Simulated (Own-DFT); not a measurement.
# Short bonds, stiff crystals?

Calculated, not measured: single-point runs of Own-DFT, a retired in-house plane-wave DFT program that no person has reviewed, on unrelaxed cells, without spin or spin-orbit coupling.

Keep in mind (not all hold for every row): forces on such cells moved up to 12 meV/angstrom on a denser k mesh; k mesh not checked against a denser one; forces on such cells passed a denser k mesh, each cell not checked; stress not checked against mesh or cutoff.

All runs are PBE with PseudoDojo norm-conserving files; cutoff and k mesh are each material's own. Every cell starts from measured lattice constants and was given uniform random strains and small random moves of its atoms. Each triple is the change of volume in per cent, the rms move u in Å and the pressure in GPa.

- 4H SiC (C36Si36), 10.36 Å³/atom unstrained: (-1.80, 0.050, 9.68); (-1.50, 0.048, 8.94); (-0.62, 0.049, 6.75); (0.79, 0.053, 4.30); (1.51, 0.047, 1.42); (1.55, 0.048, 1.63); (1.85, 0.050, 1.31)
- wurtzite AlN (Al36N36), 10.45 Å³/atom unstrained: (-2.41, 0.051, 11.27); (-1.78, 0.049, 9.84); (-1.76, 0.044, 8.97); (-0.69, 0.055, 7.30); (-0.06, 0.051, 6.25); (1.48, 0.049, 2.21); (1.59, 0.048, 2.23)
- wurtzite GaN (Ga48N48), 11.42 Å³/atom unstrained: (-1.78, 0.051, 11.32); (-0.97, 0.049, 9.81); (0.68, 0.054, 6.70); (0.71, 0.051, 6.42); (1.22, 0.051, 5.58); (1.86, 0.053, 4.01); (3.24, 0.047, 1.72)
- diamond silicon (Si64), 20.02 Å³/atom unstrained: (-3.17, 0.050, 5.84); (-1.86, 0.049, 4.48); (-0.79, 0.047, 3.43); (0.38, 0.048, 2.09); (1.77, 0.046, 0.95); (3.13, 0.052, 0.04); (3.74, 0.050, -0.87)
- zincblende InP (In32P32), 25.27 Å³/atom unstrained: withheld
- grey tin (Sn64), 34.15 Å³/atom unstrained: (-1.13, 0.047, 4.33); (-0.81, 0.052, 4.10); (-0.80, 0.049, 4.15); (-0.29, 0.050, 3.84); (-0.27, 0.047, 3.76); (0.62, 0.051, 3.35); (1.34, 0.050, 3.13)

## Fit

Fit a line to each set against the fractional change of volume; B is minus its slope, and u is nearly the same within a set. To take it to zero pressure, assume that B rises by 4 GPa for each GPa: B0 = B - 4 x (mean pressure). The bond length of an ideal tetrahedral crystal with the unstrained volume v is d = (√3/4)(8 v)^(1/3). Cohen's empirical rule reads B0 = (1971 - 220 L) d^(-3.5) GPa, with L = 0 for group IV crystals and SiC and 1 for III-V compounds.

| material | L | d (Å) | B (GPa) | mean P (GPa) | B0 (GPa) | rule (GPa) |
|---|---|---|---|---|---|---|
| 4H SiC (C36Si36) | 0 | 1.888 | 234 ± 11 | 4.9 | 215 ± 11 | 213 |
| wurtzite AlN (Al36N36) | 1 | 1.893 | 222 ± 10 | 6.9 | 194 ± 10 | 188 |
| wurtzite GaN (Ga48N48) | 1 | 1.950 | 194 ± 4 | 6.5 | 168 ± 4 | 169 |
| diamond silicon (Si64) | 0 | 2.352 | 94 ± 3 | 2.3 | 85 ± 3 | 99 |
| zincblende InP (In32P32) | 1 | 2.541 | ? | ? | ? | 67 |
| grey tin (Sn64) | 0 | 2.810 | 49 ± 3 | 3.8 | 34 ± 3 | 53 |

A line through ln[B0/(1971 - 220 L)] against ln d has a slope of -4.6 ± 0.1 and a scatter of 4 %. Against the rule, B0 stands at 101 % for 4H SiC, 104 % for wurtzite AlN, 99 % for wurtzite GaN, 86 % for diamond silicon, 64 % for grey tin. PBE tends to make silicon and heavier crystals too soft, and the rule itself is only a guide.

## Check

Question: what B0 does the fitted trend give for zincblende InP (In32P32)?

Estimate: 50 GPa. Its own runs give B = 77 ± 3 GPa at a mean pressure of 3.0 GPa, so B0 = 65 GPa. It lies off the trend of the others.
